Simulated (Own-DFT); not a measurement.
# Computed records: Hf₃₆O₇₁ (tetragonal hafnia with one neutral oxygen vacancy, atoms displaced)

A calculation, not a measurement: plane-wave PBE and HSE06 DFT by an unreviewed code, no spin, of a simulated cell at Gamma alone, so results move with cell size and shape, stress positive in tension, energies less offsets, not probed for a lower state with spin; hafnium file: forces about 75 meV/angstrom off all-electron values; oxygen file: force components 24 meV/angstrom off all-electron in a glass; k mesh not checked against a denser one; forces and stress are PBE's, HSE06 gives the energy alone, and its difference from PBE has offsets of its own; offsets are fitted by least squares, one for each functional and potential file, so energies compare only between cells with the same atoms and settings and are not formation energies; the far tail of each file's local potential was reset to the Coulomb form; each entry is a single point on an unrelaxed cell, so the pressure reflects the starting lattice, taken from the Materials Project, from which strain is counted, and rises with the displacements; printed positions are rounded, which can move forces by about a meV/angstrom; the program is a retired in-house code; no spin-orbit coupling. Program: Own-DFT development build.

Entry: Hf₃₆O₇₁ (tetragonal hafnia with one neutral oxygen vacancy, atoms displaced)

```
cell vectors (Å)
  10.7800     0.0000     0.0000
   0.0000    10.7800     0.0000
   0.0000     0.0000    10.4493
atoms (fractions of the cell vectors)
Hf  0.99424  0.00635  0.00541
Hf  0.16027  0.16934  0.24392
O   0.00038  0.16854  0.15863
O   0.15012  0.01150  0.35080
O   0.99746  0.15122  0.39835
O   0.18816  0.99757  0.09067
Hf  0.01029  0.99664  0.51534
Hf  0.16233  0.16093  0.76148
O   0.00222  0.17672  0.66851
O   0.15585  0.99415  0.83802
O   0.00281  0.17313  0.90808
O   0.17102  0.00926  0.60023
Hf  0.01112  0.33825  0.99463
Hf  0.17695  0.50415  0.26096
O   0.99701  0.50564  0.15819
O   0.16562  0.33275  0.34035
O   0.99541  0.50510  0.40822
O   0.17188  0.32685  0.09957
Hf  0.98513  0.32906  0.49557
Hf  0.17746  0.50422  0.75136
O   0.99895  0.50175  0.64447
O   0.17098  0.33296  0.84907
O   0.00574  0.49749  0.91136
O   0.16655  0.34898  0.59412
Hf  0.99712  0.66776  0.00738
Hf  0.17387  0.82533  0.25057
O   0.99471  0.82533  0.15914
O   0.17791  0.67025  0.35575
O   0.99342  0.84272  0.40436
O   0.15407  0.66493  0.09098
Hf  0.99999  0.67601  0.48952
Hf  0.16644  0.82059  0.75417
O   0.98444  0.83691  0.66563
O   0.16915  0.66654  0.84213
O   0.99793  0.84188  0.90087
O   0.15184  0.67668  0.59653
Hf  0.34247  0.98942  0.01324
Hf  0.49776  0.17951  0.25552
O   0.33472  0.16471  0.15263
O   0.50037  0.00853  0.34792
O   0.32558  0.16247  0.39997
O   0.50058  0.98955  0.10174
Hf  0.34421  0.00600  0.50580
Hf  0.50105  0.17517  0.75349
O   0.32711  0.16462  0.67038
O   0.50284  0.00402  0.84612
O   0.34724  0.18183  0.89349
O   0.50415  0.00047  0.59460
Hf  0.32801  0.32968  0.99676
Hf  0.50737  0.51006  0.24427
O   0.33380  0.51160  0.14593
O   0.49343  0.33734  0.35605
O   0.32654  0.49861  0.40271
O   0.50013  0.33224  0.08955
Hf  0.31991  0.35261  0.50787
Hf  0.49233  0.48847  0.75484
O   0.32750  0.50773  0.64777
O   0.51272  0.32102  0.85412
O   0.32680  0.50295  0.90452
O   0.50837  0.32686  0.60110
Hf  0.33713  0.66326  0.99728
Hf  0.49699  0.82545  0.25126
O   0.33917  0.84058  0.15626
O   0.49929  0.66732  0.35155
O   0.32265  0.82138  0.40464
O   0.50959  0.66602  0.09826
Hf  0.33462  0.68046  0.47980
Hf  0.49607  0.84564  0.75263
O   0.32715  0.82963  0.65946
O   0.50011  0.65930  0.84352
O   0.33507  0.83771  0.89133
O   0.49811  0.66572  0.59063
Hf  0.66717  0.01235  0.98655
Hf  0.83694  0.17723  0.23815
O   0.67218  0.15980  0.15279
O   0.83432  0.00098  0.35646
O   0.65618  0.17549  0.42376
O   0.83322  0.00750  0.09914
Hf  0.67289  0.00366  0.50572
Hf  0.84148  0.16731  0.75790
O   0.66077  0.17107  0.64578
O   0.83752  0.99006  0.85199
O   0.65547  0.15845  0.89685
O   0.82716  0.98769  0.58574
Hf  0.66459  0.33930  0.00739
Hf  0.83172  0.51186  0.24993
O   0.66148  0.50992  0.16795
O   0.84103  0.33136  0.33873
O   0.68558  0.48995  0.40531
O   0.83635  0.33441  0.08780
Hf  0.65823  0.32966  0.51636
Hf  0.83030  0.50235  0.75480
O   0.66958  0.50058  0.65318
O   0.82897  0.32910  0.85212
O   0.66307  0.50806  0.89577
O   0.82694  0.33061  0.59503
Hf  0.66733  0.67423  0.01260
Hf  0.84082  0.83034  0.26312
O   0.66417  0.83978  0.14993
O   0.83512  0.67239  0.34556
O   0.83789  0.67196  0.10368
Hf  0.66538  0.66228  0.49963
Hf  0.83796  0.83690  0.74748
O   0.67615  0.82789  0.65437
O   0.84999  0.67655  0.84391
O   0.65251  0.82588  0.89370
O   0.82412  0.67258  0.61803
```

| Item | Value |
| --- | --- |
| first functional | PBE |
| second functional | HSE06 |
| exact exchange share | 0.25 |
| screening | 0.11 1/bohr |
| exchange divergence | Gygi-Baldereschi |
| potential files | PseudoDojo norm-conserving, scalar-relativistic, made for PBE, standard set |
| wave cutoff | 48 hartree |
| occupations | fixed |
| k mesh | 1 x 1 x 1 centred on Gamma |
| PBE energy of cell above offsets | -85.574 eV |
| HSE06 less PBE above offsets | 0.624 eV |
| PBE pressure | 7.06 GPa |
| PBE stress xx | -8.44 GPa |
| PBE stress yy | -6 GPa |
| PBE stress zz | -6.74 GPa |
| PBE stress yz | 1.06 GPa |
| PBE stress xz | 0.76 GPa |
| PBE stress xy | 0.16 GPa |

Force:
```
element  x (eV/Å)  y (eV/Å)  z (eV/Å)
     Hf     0.929    -1.941    -0.845
     Hf     2.426    -0.997     2.187
      O     0.316    -0.289    -2.393
      O     1.405     -3.48    -1.193
      O     -0.38     3.007     1.811
      O    -5.346     0.104     1.728
     Hf     -1.41     1.008    -2.398
     Hf     1.889    -0.772    -0.488
      O    -0.773    -0.315    -1.908
      O     0.311     0.881     1.063
      O    -0.399    -1.207    -0.201
      O     0.367    -0.416    -0.031
     Hf    -0.883     0.284     1.598
     Hf    -1.784    -1.527    -1.418
      O     1.212    -0.405     0.265
      O    -0.127     0.958     0.746
      O     0.365     -0.08    -1.064
      O     -0.64     0.657    -0.214
     Hf      0.68     0.599    -0.174
     Hf    -3.848    -1.148    -1.206
      O    -0.322    -0.472     1.996
      O     -0.19     0.752     0.291
      O    -0.161      1.06    -1.035
      O    -1.843    -0.673     0.394
     Hf    -2.066     0.962    -2.518
     Hf    -2.149     3.465    -0.607
      O     2.479     0.763    -0.291
      O    -1.689    -0.758    -1.326
      O     0.989    -1.416    -0.071
      O     4.439     0.702     1.705
     Hf    -1.761    -1.961     3.525
     Hf    -1.269      2.79    -1.143
      O     6.553     0.543    -3.845
      O     0.347    -1.283     2.015
      O     0.986    -0.927     2.241
      O     1.592     0.288     -0.18
     Hf     2.061     1.848    -3.012
     Hf     -0.08    -1.586     0.645
      O       0.5     0.652    -0.297
      O    -0.561    -1.688    -0.211
      O     0.582     1.026     1.217
      O     1.129     0.633    -0.463
     Hf    -1.281     1.369    -0.811
     Hf    -0.617    -2.549    -1.603
      O     0.947     0.094    -2.107
      O    -0.306     0.208     0.393
      O    -1.207    -2.162      1.79
      O    -0.766    -0.681     1.338
     Hf     0.467    -0.763     0.565
     Hf    -3.482    -2.353     2.489
      O     0.337     0.375      0.82
      O     0.096     1.479    -1.306
      O    -0.253     1.872    -1.481
      O    -0.228     0.688     1.664
     Hf     2.052    -3.687    -0.922
     Hf     2.591     2.268    -0.598
      O     1.872    -0.833     0.281
      O    -0.014     4.534     0.403
      O     0.585    -1.117    -0.889
      O    -5.939     1.227     2.601
     Hf     0.032     0.789    -0.868
     Hf     4.202     4.041    -0.175
      O     -1.68    -1.877    -0.532
      O    -0.097    -1.107    -0.572
      O     0.229     9.255     -4.14
      O    -3.076     0.044      1.03
     Hf     1.053    -7.536     8.092
     Hf     1.849    -2.393    -0.897
      O     0.994     0.217    -1.728
      O    -1.659     0.106     0.342
      O         0    -1.112     1.972
      O     0.031    -0.075    -0.476
     Hf    -0.304    -4.779     3.159
     Hf    -0.567    -2.365     2.424
      O    -1.916     1.193    -0.445
      O    -1.662    -0.042    -1.644
      O     0.186    -1.365    -3.007
      O     0.379    -0.055    -0.719
     Hf    -1.333     -0.48    -2.526
     Hf    -2.191     0.225    -0.634
      O      2.13    -1.035     2.548
      O    -0.572     3.886     0.716
      O     1.394     3.696    -0.511
      O     3.143      1.36     2.938
     Hf     1.037    -0.648    -2.377
     Hf     1.587    -2.108     1.286
      O     2.744    -0.638    -3.096
      O     0.838     0.987     0.268
      O    -0.832     1.719    -0.296
      O    -0.489     0.186     0.764
     Hf     2.587     1.112    -2.604
     Hf     0.853     1.723    -1.206
      O    -1.504    -0.445     0.669
      O    -0.049     0.162    -0.597
      O     0.605    -0.954     2.146
      O     1.633    -0.419     0.967
     Hf     1.692     1.666    -3.373
     Hf    -2.318     4.351    -1.254
      O     0.536    -1.508     1.394
      O    -0.312    -1.249     1.857
      O    -1.854    -0.886     0.228
     Hf     0.493     0.778     2.354
     Hf    -4.381    -1.971      1.76
      O    -3.337      1.01     -0.94
      O    -0.233    -2.503     1.988
      O     0.289     0.768     1.629
      O     1.125    -1.337    -3.438
```
